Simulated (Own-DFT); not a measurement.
# How strain changes the stress of 2H SiC, 32 atoms (C16Si16)

Calculated results; nothing here was measured. They come from Own-DFT, an in-house plane-wave density functional program, since retired, whose code no person has reviewed. Each row is one single-point run on a periodic cell that was not relaxed, without spin or spin-orbit coupling.

Settings of every run: PBE; PseudoDojo norm-conserving scalar-relativistic files; cutoff 42 hartree; 5 x 5 x 3 k mesh centred on Gamma; Fermi-Dirac smearing of 0.1 eV.

Known limits: forces on such cells passed a denser k mesh, each cell not checked; stress not checked against mesh or cutoff.

Unstrained cell vectors in Å: (6.165, 0.000, 0.000); (-3.083, 5.339, 0.000); (0.000, 0.000, 10.068). The unstrained cell has measured lattice constants (interpolated for alloys), not those of this functional. That, the random moves and any unrelaxed bonds set the pressure at no strain. Each run strains this cell uniformly, with the atoms carried along. Every atom was also moved at random, by a Gaussian of width 0.05 Å on each axis. Strain is the symmetric tensor, in per cent. Stress is positive in tension, and the pressure is minus a third of its trace.

| run | e_xx (%) | e_yy (%) | e_zz (%) | e_yz (%) | e_xz (%) | e_xy (%) | s_xx (GPa) | s_yy (GPa) | s_zz (GPa) | s_yz (GPa) | s_xz (GPa) | s_xy (GPa) | P (GPa) | E (meV/atom) |
|---|---|---|---|---|---|---|---|---|---|---|---|---|---|---|
| 1 | 0.60 | 0.44 | -1.64 | 1.46 | 1.33 | -0.22 | -1.73 | -2.27 | -20.44 | 5.60 | 6.13 | -1.73 | 8.15 | 75.1 |
| 2 | 1.92 | 1.85 | 0.93 | -0.04 | -1.20 | -2.00 | 6.17 | 7.36 | -0.18 | -0.46 | -3.29 | -8.15 | -4.45 | 36.5 |
| 3 | -1.97 | 1.11 | -1.75 | 1.92 | 0.53 | -0.71 | -12.85 | -0.61 | -22.81 | 8.00 | 2.82 | -2.26 | 12.09 | 46.7 |
| 4 | 1.79 | -1.56 | 1.32 | 1.29 | -0.62 | -1.30 | 3.63 | -13.34 | 2.03 | 3.26 | -0.82 | -5.30 | 2.56 | 54.6 |
| 5 | -1.60 | -0.21 | 0.77 | -1.70 | -0.36 | -1.50 | -12.33 | -8.97 | -2.27 | -6.00 | -1.33 | -7.63 | 7.86 | 35.3 |
| 6 | 1.17 | 1.20 | -0.75 | 1.82 | 1.69 | 1.89 | 0.52 | 2.11 | -10.86 | 5.00 | 6.20 | 9.16 | 2.74 | 52.7 |
| 7 | 1.19 | 0.32 | 0.97 | 0.47 | 1.57 | -0.55 | 2.27 | -3.67 | 0.45 | 1.15 | 5.09 | -4.95 | 0.32 | 29.3 |
| 8 | 1.22 | -1.93 | 0.69 | 1.45 | -1.92 | 0.74 | -1.50 | -16.11 | -5.39 | 5.27 | -7.52 | 5.03 | 7.67 | 97.8 |
| 9 | 0.25 | -0.15 | 1.57 | -0.51 | 1.90 | 0.86 | -3.01 | -3.43 | 0.46 | -1.83 | 6.28 | 5.60 | 1.99 | 26.8 |
| 10 | -0.26 | -0.46 | 0.29 | -0.58 | -0.32 | 0.57 | -5.40 | -6.61 | -5.15 | -2.77 | -2.39 | 2.40 | 5.72 | 0.0 |
| 11 | -0.64 | -1.81 | 0.23 | 0.02 | 0.93 | 1.13 | -11.31 | -13.30 | -6.81 | -0.51 | 4.29 | 2.68 | 10.48 | 36.8 |
| 12 | 0.18 | -1.73 | -1.25 | -1.61 | 0.99 | -0.52 | -8.63 | -10.70 | -16.80 | -4.00 | 2.25 | -3.57 | 12.04 | 66.8 |
| 13 | -0.42 | -0.32 | -0.85 | 0.05 | 0.48 | -0.67 | -3.97 | -9.42 | -13.46 | 0.36 | 1.32 | -3.64 | 8.95 | 30.4 |
| 14 | 0.10 | -0.70 | -1.82 | -0.81 | -0.36 | 1.95 | -8.38 | -7.54 | -20.61 | -2.84 | -2.16 | 11.57 | 12.18 | 65.7 |
| 15 | 0.86 | -1.34 | -1.59 | -1.43 | 0.54 | 0.28 | -2.63 | -10.57 | -18.33 | -3.55 | 0.85 | 1.99 | 10.51 | 47.1 |
| 16 | -0.55 | 0.99 | -0.14 | -1.41 | 1.01 | -0.30 | -5.67 | 1.91 | -10.19 | -4.11 | 3.65 | 1.31 | 4.65 | 32.2 |
| 17 | -0.83 | 1.35 | 0.99 | -0.92 | -1.77 | -0.73 | -6.21 | 1.39 | -0.81 | -2.35 | -5.83 | -2.94 | 1.88 | 25.9 |
| 18 | 1.83 | 1.63 | -0.66 | 0.58 | 0.32 | -1.41 | ? | ? | ? | ? | ? | ? | ? | ? |

E is the free energy for each atom above the lowest run shown.

## Worked fit

Each stress component was fitted by least squares to a constant and the strains of the runs shown, as fractions, with shears doubled. Shear strains stay in the fit of a normal stress only where such slopes are resolved. The slopes, in GPa:

| stress | at no strain | per e_xx | per e_yy | per e_zz | scatter |
|---|---|---|---|---|---|
| s_xx | -4.7 | 452 ± 35 | 134 ± 31 | 67 ± 33 | 1.51 |
| s_yy | -4.8 | 72 ± 41 | 527 ± 36 | -24 ± 38 | 1.76 |
| s_zz | -8.1 | 58 ± 33 | 24 ± 29 | 693 ± 31 | 1.41 |

Each shear stress against twice its own strain: yz 164 ± 8, xz 179 ± 9, xy 256 ± 20 GPa. These are stiffnesses along x, y and z of the frame in which the cell vectors are given, which need not be the crystal's axes. The atoms are held to the strained lattice; where symmetry lets them move under strain, relaxing them would lower some slopes. The table should be nearly symmetric about its diagonal, and what it lacks of that shows the noise. A ninth of its sum, 223 ± 8 GPa, estimates the bulk modulus near the mean pressure of these runs, 6.2 GPa, so it lies above the value at zero pressure.

## Withheld run

Question: what normal stresses and pressure should run 18 give?

The fit gives s_xx = 5.4, s_yy = 5.3, s_zz = -11.3 and P = 0.2 GPa. The calculation gave 6.02, 3.12, -6.39 and P = -0.92 GPa.
